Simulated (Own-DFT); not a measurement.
SiSnGe6 (diamond-structure random alloy, strained, atoms displaced) (calculated)

Computed with Own-DFT development build. A calculation, not a measurement: plane-wave density functional theory by an unreviewed code, no spin, of a simulated periodic cell, stress positive in tension, run twice, with PBE and with PBEsol, both on files made for PBE, so the change isn't that of files made for PBEsol, forces on such cells moved up to 12 meV/angstrom on a denser k mesh; the far tail of each file's local potential was reset to the Coulomb form; each entry is a single point on an unrelaxed cell, so the pressure reflects the starting lattice, mostly measured values (interpolated for alloys), from which strain is counted, and rises with the displacements; printed positions are rounded, which can move forces by about a meV/angstrom; the program, named Own-DFT, is a retired in-house code; no spin-orbit coupling; stress was not checked against mesh or cutoff.

Common to all runs: functional PBE, then PBEsol; potential files PseudoDojo norm-conserving, scalar-relativistic, standard set; wave cutoff 49 hartree; occupations Fermi-Dirac; smearing width 0.1 eV; k mesh 3 x 3 x 3 centred on Gamma.

(1) SiSnGe6 (diamond-structure random alloy, strained, atoms displaced)

```xyz
64
Lattice="11.3237 0.0000 0.0000 0.0000 11.3237 0.0000 0.0000 0.0000 11.4670" Properties=species:S:1:pos:R:3 SiSnGe6
Si    11.2366    11.2569    11.4170
Ge    11.2868     2.8327     2.8883
Ge     2.7411     0.0173     2.8726
Ge     2.8252     2.8609     0.0897
Ge     1.4193     1.3559     1.3827
Si     1.3495     4.2137     4.3388
Ge     4.2470     1.3852     4.3476
Ge     4.2941     4.2369     1.5184
Ge     0.0156     0.0060     5.7866
Si     0.0535     2.7735     8.5795
Sn     2.8396     0.0296     8.6414
Sn     2.7970     2.8733     5.7070
Ge     1.4288     1.4946     7.2146
Si     1.4956     4.1969     9.9877
Ge     4.2156     1.4462    10.0136
Sn     4.2949     4.2599     7.1776
Ge    11.3086     5.6361     0.0081
Ge    11.2409     8.5292     2.9040
Ge     2.8060     5.6047     2.9544
Ge     2.8106     8.5745     0.0622
Ge     1.3505     7.1032     1.4561
Ge     1.4680     9.9431     4.2882
Ge     4.2295     7.1596     4.3148
Ge     4.2292     9.9456     1.4202
Ge     0.0042     5.6873     5.7559
Ge    11.2792     8.4756     8.5725
Ge     2.8718     5.6323     8.5784
Si     2.7549     8.4731     5.6853
Ge     1.2773     7.0905     7.1917
Ge     1.4060     9.9058     9.9797
Ge     4.2709     7.0560    10.1151
Ge     4.2690     9.7844     7.2118
Ge     5.6080     0.0421    11.4333
Sn     5.6252     2.8566     2.8877
Si     8.4710    11.2943     2.7931
Si     8.4889     2.8789    11.3982
Sn     7.1455     1.3508     1.4382
Sn     7.0236     4.2769     4.3077
Si     9.9232     1.3493     4.2802
Sn     9.9404     4.2354     1.4105
Ge     5.5859    11.2992     5.7108
Ge     5.5875     2.8059     8.5950
Ge     8.5240    11.3157     8.5726
Ge     8.5540     2.8529     5.7811
Ge     7.2001     1.3954     7.1880
Ge     6.9377     4.2999    10.0139
Ge     9.9087     1.4161    10.0265
Ge     9.9103     4.1906     7.1964
Ge     5.6656     5.6808     0.0363
Ge     5.6864     8.4793     2.8841
Ge     8.5121     5.6489     2.9459
Ge     8.5084     8.4941     0.0912
Sn     7.1434     7.1015     1.4342
Ge     7.0941     9.8892     4.3406
Ge     9.8121     6.9742     4.2959
Ge     9.8644     9.8597     1.4084
Ge     5.6627     5.7039     5.7487
Ge     5.7680     8.4655     8.6609
Ge     8.5317     5.6553     8.6498
Ge     8.5115     8.4944     5.7900
Ge     7.0419     7.0707     7.1988
Ge     7.0663     9.8814     9.9583
Ge     9.8746     7.1451     9.9869
Ge     9.9236     9.8367     7.2034
```

The calculation gives: PBE pressure 6.93 GPa; PBE stress xx -7.12 GPa; PBE stress yy -7.29 GPa; PBE stress zz -6.38 GPa; PBE stress yz 0.28 GPa; PBE stress xz -0.67 GPa; PBE stress xy -0.48 GPa; PBEsol pressure 4.01 GPa; PBEsol stress xx -4.21 GPa; PBEsol stress yy -4.37 GPa; PBEsol stress zz -3.46 GPa; PBEsol stress yz 0.27 GPa; PBEsol stress xz -0.64 GPa; PBEsol stress xy -0.44 GPa; rms change of force components from PBE to PBEsol 0.042 eV/Å.

Force:
```csv
force element,PBE force x (eV/Å),PBE force y (eV/Å),PBE force z (eV/Å),PBEsol force x (eV/Å),PBEsol force y (eV/Å),PBEsol force z (eV/Å)
Si,0.542,0.182,0.221,0.53,0.175,0.213
Ge,1.259,-1.511,1.103,1.218,-1.454,1.011
Ge,1.279,0.097,-0.246,1.235,0.09,-0.238
Ge,0.154,0.159,-0.795,0.183,0.117,-0.74
Ge,-1.146,0.125,-0.024,-1.062,0.15,0.013
Si,-0.988,1.236,-1.23,-0.972,1.215,-1.213
Ge,-0.722,-1.321,-0.648,-0.701,-1.281,-0.624
Ge,-2.055,1.859,-1.86,-1.999,1.797,-1.803
Ge,-0.119,0.074,-0.286,-0.082,0.045,-0.248
Si,-0.387,0.858,0.917,-0.414,0.801,0.858
Sn,0.083,-0.689,-1.245,0.078,-0.664,-1.201
Sn,-0.702,-0.966,-0.879,-0.631,-0.995,-0.8
Ge,-1.58,-0.747,-0.352,-1.492,-0.766,-0.38
Si,-0.845,0.13,0.293,-0.786,0.157,0.32
Ge,0.865,1.263,1.858,0.846,1.22,1.8
Sn,0.602,0.899,0.088,0.584,0.875,0.09
Ge,1.703,1.335,-2.163,1.624,1.327,-2.053
Ge,0.323,-0.49,0.308,0.314,-0.482,0.278
Ge,-0.346,0.512,-0.277,-0.293,0.524,-0.299
Ge,-0.252,-0.86,-0.453,-0.239,-0.828,-0.435
Ge,0.444,-0.201,0.209,0.424,-0.191,0.2
Ge,-0.942,-0.522,0.583,-0.942,-0.465,0.525
Ge,-0.356,-0.611,0.198,-0.305,-0.634,0.156
Ge,0.226,0.185,0.664,0.206,0.179,0.628
Ge,-0.521,-0.87,-0.441,-0.54,-0.808,-0.389
Ge,0.354,0.319,0.774,0.333,0.304,0.74
Ge,-1.565,1.532,1.492,-1.481,1.503,1.425
Si,0.252,0.037,0.866,0.247,0.037,0.844
Ge,1.776,-0.105,-0.398,1.676,-0.126,-0.37
Ge,-1.425,-0.911,1.523,-1.351,-0.907,1.453
Ge,-0.658,0.626,-0.422,-0.62,0.601,-0.408
Ge,0.006,-0.34,-1.048,0.04,-0.29,-0.991
Ge,-0.202,-1.097,-0.923,-0.205,-1.063,-0.892
Sn,-0.944,-2.337,-0.24,-0.928,-2.263,-0.233
Si,1.837,-1.48,2.414,1.768,-1.494,2.335
Si,-0.567,-0.233,-1.298,-0.56,-0.227,-1.278
Sn,0.17,0.705,-1.771,0.07,0.699,-1.742
Sn,1.965,0.728,2.091,1.916,0.724,2.037
Si,-0.425,-0.017,0.017,-0.381,0.017,0.05
Sn,-1.185,-0.273,0.169,-1.105,-0.221,0.212
Ge,1.03,-0.333,0.937,1,-0.326,0.898
Ge,2.125,-1.26,0.896,2.053,-1.207,0.883
Ge,0.207,-0.441,0.499,0.193,-0.426,0.478
Ge,0.341,-1.218,-0.537,0.304,-1.15,-0.473
Ge,-1.456,0.186,-0.464,-1.402,0.182,-0.447
Ge,1.118,-0.775,0.066,1.057,-0.722,0.047
Ge,0.215,0.363,0.047,0.178,0.316,0.008
Ge,0.907,0.414,0.572,0.84,0.428,0.514
Ge,-0.926,-0.885,-0.213,-0.897,-0.861,-0.223
Ge,-1.005,1.276,0.519,-0.972,1.235,0.516
Ge,0.355,0.064,-0.771,0.35,0.077,-0.738
Ge,0.726,1.296,-2.911,0.716,1.257,-2.819
Sn,-0.722,-1.059,0.921,-0.702,-1.027,0.896
Ge,0.152,0.507,-0.446,0.113,0.459,-0.407
Ge,1.182,1.504,0.94,1.141,1.453,0.908
Ge,0.646,1.245,0.521,0.615,1.13,0.503
Ge,-0.206,2.169,-0.049,-0.193,2.101,-0.044
Ge,-1.29,-0.741,-0.323,-1.239,-0.712,-0.316
Ge,-0.745,-0.172,-0.475,-0.732,-0.151,-0.463
Ge,-0.369,-0.539,-0.307,-0.366,-0.525,-0.293
Ge,0.895,-0.213,-0.127,0.867,-0.199,-0.12
Ge,0.684,0.925,1.432,0.657,0.886,1.376
Ge,0.276,-0.559,1.056,0.262,-0.544,1.018
Ge,-0.048,0.965,-0.572,-0.045,0.927,-0.55
```

(2) SiSnGe6 (diamond-structure random alloy, strained, atoms displaced)

```xyz
64
Lattice="11.3237 0.0000 0.0000 0.0000 11.3237 0.0000 0.0000 0.0000 11.4670" Properties=species:S:1:pos:R:3 SiSnGe6
Ge    11.2973     0.0613     0.0646
Ge    11.3032     2.8133     2.8833
Ge     2.8441     0.0442     2.8902
Ge     2.8645     2.8266    11.3988
Ge     1.4830     1.4815     1.3719
Si     1.3762     4.1868     4.2963
Ge     4.2026     1.4925     4.2562
Sn     4.2677     4.1983     1.4039
Sn    11.2903     0.0592     5.6890
Ge    11.3172     2.8798     8.6183
Ge     2.8470    11.3237     8.6414
Ge     2.7730     2.8434     5.8096
Ge     1.3257     1.4541     7.1303
Ge     1.3462     4.2981    10.0334
Ge     4.2276     1.3650    10.0646
Si     4.2065     4.1649     7.1568
Si     0.0246     5.7128    11.4238
Ge     0.0675     8.4944     2.7697
Ge     2.9385     5.6857     2.9657
Ge     2.8397     8.4853     0.0203
Si     1.4160     7.1128     1.4024
Ge     1.4601     9.9097     4.3545
Ge     4.2463     7.0868     4.2363
Ge     4.2578     9.9736     1.4504
Si    11.2869     5.6344     5.7103
Sn     0.0071     8.5764     8.5957
Si     2.8478     5.6504     8.6187
Ge     2.7971     8.6188     5.7168
Ge     1.4018     7.0363     7.0786
Ge     1.4601     9.9452    10.1307
Ge     4.1481     7.0400    10.0554
Ge     4.2311    10.0205     7.1810
Ge     5.6050    11.2795     0.0699
Sn     5.6828     2.7882     2.8027
Ge     8.5114    11.2898     2.8736
Sn     8.5234     2.7908     0.0243
Ge     7.0667     1.3035     1.4931
Ge     7.0813     4.2340     4.3221
Ge     9.8677     1.3886     4.4215
Ge     9.9122     4.2787     1.5280
Ge     5.7626     0.0281     5.6485
Ge     5.6595     2.8397     8.6093
Ge     8.5173     0.0319     8.6197
Ge     8.3791     2.8473     5.7491
Sn     7.0670     1.3731     7.0984
Ge     7.1270     4.2044    10.0599
Si     9.7996     1.3433    10.1078
Ge     9.8960     4.2654     7.1351
Ge     5.5898     5.6470     0.0783
Ge     5.5873     8.6013     2.9033
Ge     8.4243     5.6766     2.8846
Sn     8.4936     8.5344    11.4650
Ge     6.9814     7.0857     1.4732
Ge     7.1287     9.9741     4.4146
Ge     9.9543     7.0827     4.3575
Sn     9.9521     9.9597     1.4415
Si     5.6725     5.5699     5.7211
Ge     5.5863     8.4389     8.5504
Ge     8.5691     5.7754     8.5317
Ge     8.5517     8.5040     5.6822
Ge     7.1484     7.0885     7.1694
Ge     7.0640     9.9456    10.0754
Ge     9.8556     7.0127     9.9911
Ge     9.8817     9.9274     7.2131
```

Results for SiSnGe6 (diamond-structure random alloy, strained, atoms displaced): PBE pressure 7.06 GPa; PBE stress xx -7.26 GPa; PBE stress yy -7.49 GPa; PBE stress zz -6.45 GPa; PBE stress yz -0.02 GPa; PBE stress xz -0.77 GPa; PBE stress xy 0.5 GPa; PBEsol pressure 4.14 GPa; PBEsol stress xx -4.34 GPa; PBEsol stress yy -4.55 GPa; PBEsol stress zz -3.53 GPa; PBEsol stress yz -0.02 GPa; PBEsol stress xz -0.74 GPa; PBEsol stress xy 0.47 GPa; rms change of force components from PBE to PBEsol 0.045 eV/Å.

Force:
```csv
force element,PBE force x (eV/Å),PBE force y (eV/Å),PBE force z (eV/Å),PBEsol force x (eV/Å),PBEsol force y (eV/Å),PBEsol force z (eV/Å)
Ge,1.503,1.418,-1.825,1.495,1.342,-1.737
Ge,0.286,-0.212,0.3,0.247,-0.226,0.255
Ge,-0.48,-0.178,-0.237,-0.451,-0.164,-0.233
Ge,-1.364,-0.235,-1.02,-1.321,-0.244,-0.976
Ge,-0.554,-0.185,0.66,-0.543,-0.189,0.638
Si,0.16,0.926,0.329,0.19,0.861,0.289
Ge,-0.58,-1.051,1.702,-0.559,-1.034,1.637
Sn,-2.573,1.268,-0.402,-2.488,1.241,-0.399
Sn,0.649,-1.975,1.071,0.628,-1.91,1.049
Ge,-0.977,-0.758,0.329,-0.917,-0.706,0.283
Ge,-0.847,0.519,-0.286,-0.808,0.497,-0.268
Ge,0.071,0.211,-0.788,0.056,0.131,-0.769
Ge,1.537,0.613,2.038,1.494,0.61,1.965
Ge,0.83,0.077,-0.05,0.805,0.007,-0.064
Ge,0.617,0.381,-0.315,0.589,0.369,-0.298
Si,0.428,1.205,0.534,0.415,1.103,0.523
Si,-0.433,0.039,0.943,-0.462,0.003,0.877
Ge,0.879,-1,1.907,0.816,-0.924,1.884
Ge,-2.71,-0.375,-0.683,-2.561,-0.346,-0.661
Ge,-0.093,0.178,0.551,-0.06,0.211,0.491
Si,0.42,-1.015,0.066,0.448,-0.95,0.101
Ge,-0.187,-0.208,-2.149,-0.17,-0.205,-2.076
Ge,0.773,0.763,1.965,0.721,0.761,1.85
Ge,-0.984,-0.731,0.279,-0.938,-0.703,0.271
Si,0.714,-0.493,-0.235,0.66,-0.442,-0.192
Sn,0.774,-1.318,0.579,0.74,-1.278,0.554
Si,-0.403,-0.415,-0.946,-0.428,-0.371,-0.884
Ge,1.127,-1.558,0.713,1.074,-1.495,0.681
Ge,0.76,-0.483,0.022,0.735,-0.399,0.029
Ge,0.185,0.705,0.354,0.185,0.678,0.34
Ge,0.739,-0.069,-0.295,0.745,-0.027,-0.241
Ge,0.582,-0.628,-0.587,0.553,-0.621,-0.564
Ge,0.748,0.591,-0.817,0.726,0.572,-0.782
Sn,1.689,-0.76,2.122,1.642,-0.752,2.069
Ge,-0.86,1.106,1.654,-0.847,1.081,1.607
Sn,-0.266,0.158,1.161,-0.314,0.202,1.177
Ge,0.574,-1.307,-0.83,0.55,-1.272,-0.8
Ge,0.093,0.829,0.252,0.13,0.767,0.213
Ge,-2.101,2.395,-2.735,-2.04,2.317,-2.658
Ge,0.977,1.04,-0.263,0.915,0.973,-0.222
Ge,-3.171,-0.707,-0.645,-3.057,-0.691,-0.624
Ge,-0.853,0.444,0.554,-0.793,0.396,0.569
Ge,0.164,-0.833,0.844,0.128,-0.851,0.774
Ge,2.201,1.341,-0.951,2.137,1.296,-0.932
Sn,-0.081,0.473,2.088,-0.072,0.462,2.02
Ge,-1.199,1.97,-1.316,-1.174,1.897,-1.271
Si,2.413,-0.473,-1.722,2.365,-0.476,-1.688
Ge,0.052,-0.048,-0.132,0.016,-0.068,-0.087
Ge,1.854,1.5,-2.336,1.797,1.459,-2.256
Ge,1.057,-0.336,0.243,1.013,-0.337,0.224
Ge,0.394,0.43,0.362,0.38,0.402,0.349
Sn,-1.132,-2.12,-0.625,-1.107,-2.053,-0.617
Ge,-0.358,0.019,0.542,-0.351,0.006,0.528
Ge,0.132,-1.183,-1.617,0.126,-1.132,-1.566
Ge,0.228,-0.234,-1.144,0.172,-0.185,-1.131
Sn,0.678,0.159,1.226,0.664,0.16,1.196
Si,-0.447,0.656,0.552,-0.396,0.669,0.5
Ge,0.343,0.516,0.484,0.337,0.511,0.471
Ge,-0.892,-1.842,0.214,-0.853,-1.77,0.205
Ge,-0.252,0.077,0.901,-0.243,0.083,0.88
Ge,-1.168,-0.026,-0.954,-1.091,-0.007,-0.89
Ge,-1.46,0.506,-1.674,-1.411,0.495,-1.612
Ge,1.299,-0.184,0.856,1.222,-0.153,0.785
Ge,-1.504,0.431,-0.812,-1.46,0.419,-0.786
```
